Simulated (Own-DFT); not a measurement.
# Composition and what it changes: diamond-structure SiGe

These are calculations, not measurements. The program, named Own-DFT, is a retired in-house plane-wave density functional code that no person has reviewed. Each row is one single-point run on a periodic cell that was not relaxed, without spin or spin-orbit coupling.

Settings of every run: PBE; PseudoDojo norm-conserving scalar-relativistic files; cutoff 42 hartree; 5 x 5 x 5 k mesh centred on Gamma; Fermi-Dirac smearing of 0.1 eV.

Known limits, some of them of some rows only: forces on such cells failed a check on a denser k mesh; forces on such cells moved up to 12 meV/angstrom on a denser k mesh; forces on such cells passed a denser k mesh, each cell not checked; stress not checked against mesh or cutoff.

Each cell has 16 atoms, with Ge and Si placed at random on their shared sites; x is the share of Ge. Lattice constants follow the straight line between measured values of the end members, and atoms start on the ideal sites of that lattice. Every atom was also moved at random, by a Gaussian of width 0.03 Å on each axis. u is the rms move along one axis. dE is the free energy for each Ge or Si site above the straight-line part, a + b x, of the fit below.

| x | cell | u (Å) | volume (Å³/atom) | P (GPa) | dE (meV/site) |
|---|---|---|---|---|---|
| 0.125 | Ge2Si14 | 0.0279 | 20.340 | 2.28 | 11.6 |
| 0.125 | Ge2Si14 | 0.0285 | 20.340 | 2.23 | 10.1 |
| 0.125 | Ge2Si14 | 0.0310 | 20.340 | 2.25 | 9.4 |
| 0.125 | Ge2Si14 | 0.0370 | 20.340 | 2.44 | 21.6 |
| 0.250 | Ge4Si12 | 0.0269 | 20.659 | ? | ? |
| 0.500 | Ge8Si8 | 0.0313 | 21.306 | 2.86 | 27.4 |
| 0.500 | Ge8Si8 | 0.0344 | 21.306 | 2.94 | 32.1 |
| 0.500 | Ge8Si8 | 0.0287 | 21.306 | 2.91 | 33.4 |
| 0.500 | Ge8Si8 | 0.0352 | 21.306 | 2.80 | 30.8 |
| 0.750 | Ge12Si4 | 0.0317 | 21.966 | 3.26 | 16.0 |
| 0.750 | Ge12Si4 | 0.0289 | 21.966 | 3.37 | 22.8 |
| 0.750 | Ge12Si4 | 0.0249 | 21.966 | 3.23 | 14.7 |
| 0.750 | Ge12Si4 | 0.0290 | 21.966 | 3.35 | 23.3 |
| 0.875 | Ge14Si2 | 0.0285 | 22.302 | 3.63 | 13.5 |
| 0.875 | Ge14Si2 | 0.0281 | 22.302 | 3.60 | 11.6 |
| 0.875 | Ge14Si2 | 0.0334 | 22.302 | 3.60 | 11.7 |
| 0.875 | Ge14Si2 | 0.0289 | 22.302 | 3.68 | 15.7 |

## Worked fit

Fit E = a + b x + W x (1 - x) + k (u² - 0.03²) to the rows shown. It gives W = 114 ± 16 meV/site and k = 10 ± 5 eV/Å², with a scatter of 3.7 meV/site. Part of W is bond strain that relaxing the atoms would remove. The pressures follow P = 2.16 + 1.05 x + 0.69 x² GPa, with a scatter of 0.07.

## Withheld member

Question: what pressure and dE should the cell at x = 0.250 give?

The fits give 2.5 GPa and 20 meV/site. The calculation gave 2.41 GPa and 17.4 meV/site.
